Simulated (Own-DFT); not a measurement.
# Strain and stress in wurtzite GaN, 96 atoms (Ga48N48)

All numbers below are calculated, not measured. They come from Own-DFT, an in-house plane-wave density functional program, since retired, whose code no person has reviewed. Each row is one single-point run on a periodic cell that was not relaxed, without spin or spin-orbit coupling.

Settings of every run: PBE; PseudoDojo norm-conserving scalar-relativistic files (stringent for Ga); cutoff 96 hartree; 3 x 4 x 3 k mesh centred on Gamma; Gaussian smearing of 0.01 eV.

Known limits: forces on such cells passed a denser k mesh, each cell not checked; stress not checked against mesh or cutoff.

Unstrained cell vectors in Å: (12.756, 0.000, 0.000); (-4.784, 8.285, 0.000); (0.000, 0.000, 10.370). The unstrained cell has measured lattice constants (interpolated for alloys), not those of this functional. That, the random moves and any unrelaxed bonds set the pressure at no strain. Each run strains this cell uniformly, with the atoms carried along. Every atom was also moved at random, by a Gaussian of width 0.05 Å on each axis. Strain is the symmetric tensor, in per cent. Stress is positive in tension, and the pressure is minus a third of its trace.

| run | e_xx (%) | e_yy (%) | e_zz (%) | s_xx (GPa) | s_yy (GPa) | s_zz (GPa) | P (GPa) | E (meV/atom) |
|---|---|---|---|---|---|---|---|---|
| 1 | 0.00 | 0.00 | 0.50 | -5.60 | -8.49 | -4.51 | 6.20 | 21.1 |
| 2 | 0.00 | 0.00 | 2.50 | -5.41 | -4.64 | 3.26 | 2.26 | 5.1 |
| 3 | 0.00 | 0.00 | 3.00 | -6.10 | -4.25 | 5.64 | 1.57 | 7.2 |
| 4 | 0.00 | 0.00 | 2.00 | -5.62 | -4.98 | 1.79 | 2.94 | 0.0 |
| 5 | 0.00 | 0.00 | 0.25 | -6.11 | -6.15 | -6.93 | 6.40 | 13.5 |
| 6 | 0.00 | 0.00 | -1.00 | -7.91 | -6.82 | -13.22 | 9.32 | 28.8 |
| 7 | 0.00 | 0.00 | -1.50 | -7.92 | -7.70 | -14.83 | 10.15 | 23.2 |
| 8 | 0.00 | 0.00 | 2.25 | -6.35 | -4.66 | 2.40 | 2.87 | 6.3 |
| 9 | 0.00 | 0.00 | 1.00 | ? | ? | ? | ? | ? |

E is the free energy for each atom above the lowest run shown.

## Worked fit

The change of volume is close to e_xx + e_yy + e_zz. A straight line through the runs shown gives P = 7.17 - 195 x (fractional change of volume) GPa, with an error of 5 on the slope and a scatter of 0.22 GPa. The strain isn't the same on all axes and the cell isn't cubic, so the slope belongs to this path and is not the bulk modulus.

## Withheld run

Question: what pressure should run 9 give? Its volume changes by 1.00 %.

The line gives 5.2 GPa. The calculation gave 5.44 GPa.
